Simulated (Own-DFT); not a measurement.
# Biaxial strain at fixed height in wurtzite AlGaN with randomly placed atoms, 128 atoms (Al48Ga16N64)

Source: density functional calculations with Own-DFT, an unreviewed in-house program that is no longer used. Nothing was measured or relaxed, and spin and spin-orbit coupling are left out.

Settings: PBE; PseudoDojo norm-conserving scalar-relativistic files (stringent for Ga); cutoff 96 hartree; 3 x 3 x 3 k mesh centred on Gamma; Gaussian smearing of 0.01 eV.

Caveats: k mesh not checked against a denser one; stress not checked against mesh or cutoff.

Unstrained cell vectors in Å: (12.525, 0.000, 0.000); (-6.263, 10.847, 0.000); (0.000, 0.000, 10.066). The unstrained cell has measured lattice constants (interpolated for alloys), not those of this functional. That, the random moves and any unrelaxed bonds set the pressure at no strain. Each run strains x and y alike by e, as a substrate would, and holds the height along z. Each atom got a random Gaussian move of width 0.05 Å along each axis. The random placing of the alloy's atoms differs from row to row. Stress is positive in tension.

```
e (%),u (Å),(s_xx + s_yy)/2 (GPa),s_zz (GPa)
-2.75,0.050,-24.95,-9.99
-2.75,0.049,-24.10,-11.41
-2.00,0.047,-19.16,-9.42
-2.00,0.048,-19.38,-9.04
-1.25,0.049,-13.61,-9.35
-1.25,0.050,-13.10,-9.89
-0.25,0.049,-7.43,-6.97
-0.25,0.049,-7.08,-7.56
0.75,0.048,-2.22,-4.81
0.75,0.050,-1.85,-5.66
1.25,0.050,0.70,-5.62
1.25,0.049,0.73,-4.70
2.00,0.052,?,?
2.50,0.048,6.95,-4.22
2.50,0.048,6.51,-3.93
3.00,0.047,8.62,-2.66
3.00,0.051,8.20,-3.45
```

## What the rows give

With e as a fraction, the in-plane stress is -5.9 + 583 e - 3431 e² GPa (errors 5 and 286, scatter 0.36), and s_zz is -7.0 + 133 e GPa (slope ± 9, scatter 0.67). At e = 0 the first slope is C11 + C12 and the second 2 C13, both with the ions held to the strained lattice and at the cell's own pressure. The term in e² is negative: the layer stiffens under compression and softens under tension. A free layer would change its height as e changes, and the in-plane slope would drop by 2 C13²/C33 to the biaxial modulus. At fixed height, a misfit of 1 % moves the in-plane stress by about 5.8 GPa and s_zz by 1.3 GPa.

## Test on the hidden row

Q: what are the two stresses at e = 2.00 %?

Estimate: 4.4 and -4.3 GPa. The calculation gave 4.30 and -4.60 GPa.
